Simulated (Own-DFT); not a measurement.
Hf₃₆O₇₁ (tetragonal hafnia with one neutral oxygen vacancy, atoms displaced) (calculated)

A calculation, not a measurement: plane-wave PBE and HSE06 DFT by an unreviewed code, no spin, of a simulated cell at Gamma alone, so results move with cell size and shape, stress positive in tension, energies less offsets, not probed for a lower state with spin; hafnium file: forces about 75 meV/angstrom off all-electron values; oxygen file: force components 24 meV/angstrom off all-electron in a glass; k mesh not checked against a denser one; forces and stress are PBE's, HSE06 gives the energy alone, and its difference from PBE has offsets of its own; offsets are fitted by least squares, one for each functional and potential file, so energies compare only between cells with the same atoms and settings and are not formation energies; the far tail of each file's local potential was reset to the Coulomb form; each entry is a single point on an unrelaxed cell, so the pressure reflects the starting lattice, taken from the Materials Project, from which strain is counted, and rises with the displacements; printed positions are rounded, which can move forces by about a meV/angstrom; the program is a retired in-house code; no spin-orbit coupling. Program: Own-DFT development build.

## Hf₃₆O₇₁ (tetragonal hafnia with one neutral oxygen vacancy, atoms displaced)

```cif
# cell vector a (Å): 10.7800 0.0000 0.0000
# cell vector b (Å): 0.0000 10.7800 0.0000
# cell vector c (Å): 0.0000 0.0000 10.4493
data_Hf36O71
_symmetry_space_group_name_H-M 'P 1'
_symmetry_Int_Tables_number 1
_cell_length_a 10.7800
_cell_length_b 10.7800
_cell_length_c 10.4493
_cell_angle_alpha 90.000
_cell_angle_beta 90.000
_cell_angle_gamma 90.000
_cell_volume 1214.30
loop_
_atom_site_label
_atom_site_type_symbol
_atom_site_fract_x
_atom_site_fract_y
_atom_site_fract_z
_atom_site_occupancy
Hf1 Hf 0.00567 0.99533 0.00649 1
Hf2 Hf 0.16020 0.16334 0.24773 1
O1 O 0.00528 0.16930 0.15252 1
O2 O 0.17219 0.00039 0.35277 1
O3 O 0.16511 0.00039 0.10417 1
Hf3 Hf 0.00712 0.00622 0.50300 1
Hf4 Hf 0.16752 0.16630 0.75547 1
O4 O 0.00047 0.16361 0.66059 1
O5 O 0.16201 0.98937 0.85299 1
O6 O 0.00180 0.15676 0.90696 1
O7 O 0.17400 0.99684 0.60332 1
Hf5 Hf 0.00159 0.32372 0.99615 1
Hf6 Hf 0.16527 0.50080 0.25599 1
O8 O 0.99765 0.50113 0.15223 1
O9 O 0.16403 0.33628 0.35199 1
O10 O 0.99365 0.49918 0.40331 1
O11 O 0.16614 0.34053 0.09447 1
Hf7 Hf 0.00302 0.33285 0.49739 1
Hf8 Hf 0.16651 0.50209 0.74629 1
O12 O 0.99663 0.50832 0.64885 1
O13 O 0.16522 0.33917 0.84632 1
O14 O 0.99311 0.49501 0.90342 1
O15 O 0.16773 0.33466 0.60549 1
Hf9 Hf 0.99895 0.66742 0.99429 1
Hf10 Hf 0.17298 0.83167 0.25092 1
O16 O 0.00504 0.83729 0.14822 1
O17 O 0.16904 0.66841 0.35397 1
O18 O 0.00000 0.83440 0.40751 1
O19 O 0.16360 0.67407 0.09979 1
Hf11 Hf 0.99858 0.66267 0.50338 1
Hf12 Hf 0.16747 0.84119 0.74958 1
O20 O 0.99673 0.83093 0.65205 1
O21 O 0.17955 0.66746 0.85411 1
O22 O 0.00107 0.83431 0.90379 1
O23 O 0.15774 0.67511 0.60201 1
Hf13 Hf 0.33788 0.00666 0.00158 1
Hf14 Hf 0.50460 0.17224 0.25169 1
O24 O 0.33588 0.16803 0.15146 1
O25 O 0.49735 0.00326 0.34224 1
O26 O 0.33517 0.15713 0.40618 1
O27 O 0.50116 0.00334 0.09740 1
Hf15 Hf 0.33253 0.00303 0.49970 1
Hf16 Hf 0.50280 0.16480 0.74128 1
O28 O 0.32596 0.16905 0.65800 1
O29 O 0.50192 0.00062 0.84536 1
O30 O 0.33939 0.16683 0.89902 1
O31 O 0.51259 0.00014 0.59563 1
Hf17 Hf 0.33282 0.33791 0.00118 1
Hf18 Hf 0.49811 0.49612 0.24830 1
O32 O 0.33185 0.49857 0.15480 1
O33 O 0.50098 0.33442 0.34807 1
O34 O 0.33085 0.49104 0.40996 1
O35 O 0.50059 0.32691 0.09050 1
Hf19 Hf 0.33324 0.33024 0.49683 1
Hf20 Hf 0.50173 0.50379 0.74274 1
O36 O 0.33876 0.50541 0.65567 1
O37 O 0.49577 0.33324 0.84120 1
O38 O 0.33353 0.50721 0.89296 1
O39 O 0.50201 0.33647 0.59107 1
Hf21 Hf 0.32606 0.66644 0.99639 1
Hf22 Hf 0.49405 0.82843 0.26045 1
O40 O 0.32889 0.82705 0.14539 1
O41 O 0.50271 0.66635 0.34203 1
O42 O 0.32586 0.83641 0.40253 1
O43 O 0.49946 0.66604 0.08746 1
Hf23 Hf 0.33441 0.67002 0.50063 1
Hf24 Hf 0.50129 0.84278 0.75548 1
O44 O 0.32808 0.83754 0.65652 1
O45 O 0.49712 0.67033 0.85018 1
O46 O 0.33458 0.82890 0.89460 1
O47 O 0.49907 0.66267 0.60006 1
Hf25 Hf 0.67487 0.99396 0.00380 1
Hf26 Hf 0.82894 0.16870 0.24529 1
O48 O 0.67733 0.17139 0.15158 1
O49 O 0.83995 0.99262 0.34265 1
O50 O 0.67150 0.16438 0.39443 1
O51 O 0.83678 0.00031 0.09662 1
Hf27 Hf 0.66668 0.99512 0.49396 1
Hf28 Hf 0.83150 0.16185 0.74098 1
O52 O 0.66575 0.16570 0.64526 1
O53 O 0.83691 0.99632 0.85013 1
O54 O 0.65997 0.16072 0.90039 1
O55 O 0.82709 0.00733 0.60485 1
Hf29 Hf 0.66176 0.33457 0.99414 1
Hf30 Hf 0.83492 0.50358 0.25829 1
O56 O 0.67189 0.49608 0.14663 1
O57 O 0.83744 0.33342 0.34403 1
O58 O 0.67732 0.49923 0.40693 1
O59 O 0.83258 0.32531 0.09585 1
Hf31 Hf 0.66833 0.33559 0.49731 1
Hf32 Hf 0.83937 0.50468 0.74936 1
O60 O 0.66160 0.50521 0.65457 1
O61 O 0.83166 0.33276 0.84649 1
O62 O 0.66345 0.49982 0.89554 1
O63 O 0.82834 0.33413 0.59839 1
Hf33 Hf 0.66780 0.66494 0.00180 1
Hf34 Hf 0.83306 0.82299 0.24936 1
O64 O 0.67175 0.83766 0.15216 1
O65 O 0.83271 0.66739 0.34803 1
O66 O 0.67149 0.83708 0.40420 1
O67 O 0.83038 0.66530 0.09118 1
Hf35 Hf 0.66701 0.66596 0.50300 1
Hf36 Hf 0.83496 0.83702 0.74568 1
O68 O 0.66254 0.83109 0.63873 1
O69 O 0.83337 0.66814 0.85466 1
O70 O 0.66622 0.83392 0.90740 1
O71 O 0.83555 0.66174 0.60607 1
```

Settings of this run: first functional PBE, second functional HSE06, exact exchange share 0.25, screening 0.11 1/bohr, exchange divergence Gygi-Baldereschi, potential files PseudoDojo norm-conserving, scalar-relativistic, made for PBE, standard set, wave cutoff 48 hartree, occupations fixed and k mesh 1 x 1 x 1 centred on Gamma.

Results for Hf₃₆O₇₁ (tetragonal hafnia with one neutral oxygen vacancy, atoms displaced): PBE energy of cell above offsets -97.501 eV; HSE06 less PBE above offsets 0.034 eV; PBE pressure 1.66 GPa; PBE stress xx -1.28 GPa; PBE stress yy -1.8 GPa; PBE stress zz -1.9 GPa; PBE stress yz 0.01 GPa; PBE stress xz -0.25 GPa; PBE stress xy 0.08 GPa.

Force:
| element | x (eV/Å) | y (eV/Å) | z (eV/Å) |
| --- | --- | --- | --- |
| Hf | -0.961 | -0.796 | -0.512 |
| Hf | 1.489 | 0.037 | 0.391 |
| O | -0.828 | 0.041 | 0.49 |
| O | -0.943 | 0.406 | 0.042 |
| O | 1.62 | 0.504 | 0.201 |
| Hf | -0.973 | -1.086 | -0.62 |
| Hf | -0.26 | 0.109 | 0.814 |
| O | 0.668 | 0.013 | -1.387 |
| O | 0.575 | 2.874 | 0.432 |
| O | 0.533 | 1.163 | -0.465 |
| O | -1.536 | 0.502 | -0.222 |
| Hf | -1.43 | 1.014 | 0.365 |
| Hf | -0.89 | 0.338 | -1.399 |
| O | 0.459 | 0.208 | 0.986 |
| O | -0.352 | -1.054 | -0.089 |
| O | 0.487 | 0.051 | -0.158 |
| O | 0.272 | -0.369 | 0.435 |
| Hf | -0.387 | -0.502 | 0.557 |
| Hf | 0.947 | 0.649 | 0.755 |
| O | 1.28 | -0.746 | 0.001 |
| O | -0.018 | -1.181 | 0.273 |
| O | 0.44 | 0.766 | -0.577 |
| O | -0.468 | 0.205 | -1.09 |
| Hf | 0.006 | -0.346 | 0.596 |
| Hf | -1.647 | 0.024 | -0.61 |
| O | -0.766 | -0.514 | 1.067 |
| O | 0.262 | -0.952 | -0.231 |
| O | 0.294 | -0.175 | 0.188 |
| O | -0.122 | -0.854 | 0.379 |
| Hf | 0.059 | 1.581 | 0.067 |
| Hf | -0.264 | -2.416 | 0.352 |
| O | 0.025 | 0.789 | 0.22 |
| O | -1.852 | -0.221 | -1.058 |
| O | -0.172 | -0.693 | -0.477 |
| O | 1.9 | -0.871 | -0.47 |
| Hf | 0.141 | -1.05 | -0.121 |
| Hf | 0.32 | -1.551 | -1.407 |
| O | -0.596 | 0.174 | 0.457 |
| O | 0.193 | -0.95 | 0.569 |
| O | 0.284 | 2.786 | -0.646 |
| O | 0.11 | -0.077 | -0.152 |
| Hf | 0.656 | -1.018 | 1.019 |
| Hf | 0.207 | 0.774 | 1.47 |
| O | 1.501 | -0.333 | -1.044 |
| O | -0.619 | 0.639 | 0.234 |
| O | -1.086 | 0.068 | 0.638 |
| O | -2.82 | 0.224 | 0.166 |
| Hf | -0.044 | 0.129 | -1.505 |
| Hf | 0.77 | 0.618 | -1.399 |
| O | 0.373 | -0.138 | 0.268 |
| O | -0.065 | 0.238 | -0.24 |
| O | 0.305 | 2.199 | -0.999 |
| O | -0.454 | 0.552 | 1.283 |
| Hf | -0.221 | -0.85 | 1.621 |
| Hf | -0.229 | 0.47 | 2.605 |
| O | -2.218 | -0.046 | -1.309 |
| O | 0.227 | -0.119 | -0.157 |
| O | -0.109 | -1.962 | 1.515 |
| O | -0.546 | -0.475 | -0.12 |
| Hf | 0.884 | 0.768 | -0.69 |
| Hf | 0.678 | 2.082 | -3.19 |
| O | 1.429 | 0.549 | 1.251 |
| O | -0.313 | -1.299 | 1.305 |
| O | 1.291 | -0.674 | -0.282 |
| O | -0.038 | -0.22 | 1.752 |
| Hf | -1.121 | -0.78 | 1.597 |
| Hf | -0.509 | -2.421 | -0.135 |
| O | 2.044 | -0.317 | -1.288 |
| O | 0.692 | 0.073 | -1.233 |
| O | 0.193 | 1.909 | 1.055 |
| O | -0.205 | 0.545 | -1.569 |
| Hf | -0.557 | 0.858 | -0.303 |
| Hf | 1.279 | -0.659 | 0.554 |
| O | -3.121 | -0.351 | -0.485 |
| O | 0.264 | 1.288 | 0.41 |
| O | -0.301 | 0.575 | 0.256 |
| O | 0.264 | 0.332 | 0.243 |
| Hf | 1.282 | 1.468 | 0.381 |
| Hf | -1.115 | 0.452 | 1.917 |
| O | -0.003 | 0.706 | 0.059 |
| O | -0.462 | 0.414 | -0.53 |
| O | 0.265 | 0.508 | -0.044 |
| O | 1.21 | -0.55 | -1.096 |
| Hf | 1.919 | -0.353 | -0.971 |
| Hf | 0.238 | -1.229 | -2.193 |
| O | -1.203 | 0.038 | 1.229 |
| O | 0.412 | -0.452 | 0.718 |
| O | -0.56 | 0.488 | -0.766 |
| O | 0.565 | 0.125 | -0.469 |
| Hf | 0.284 | -1.238 | 0.658 |
| Hf | -1.601 | -0.605 | 1.343 |
| O | 1.947 | -0.064 | -1.239 |
| O | 0.208 | -0.593 | -0.619 |
| O | 0.057 | 0.075 | 0.761 |
| O | 1.339 | -0.041 | -0.591 |
| Hf | -1.074 | -0.401 | -1.427 |
| Hf | 1.172 | 2.419 | -0.798 |
| O | -1.37 | -0.423 | 0.784 |
| O | -0.136 | -0.327 | 0.995 |
| O | -0.666 | -2.055 | -1.299 |
| O | 1.214 | 0.37 | 1.615 |
| Hf | 0.287 | 0.413 | 1.326 |
| Hf | -0.601 | -0.451 | 0.749 |
| O | 0.956 | -0.26 | 1.463 |
| O | 0.181 | 0.311 | -1.132 |
| O | -0.101 | -0.149 | -1.024 |
| O | -1.024 | 0.347 | -1.037 |
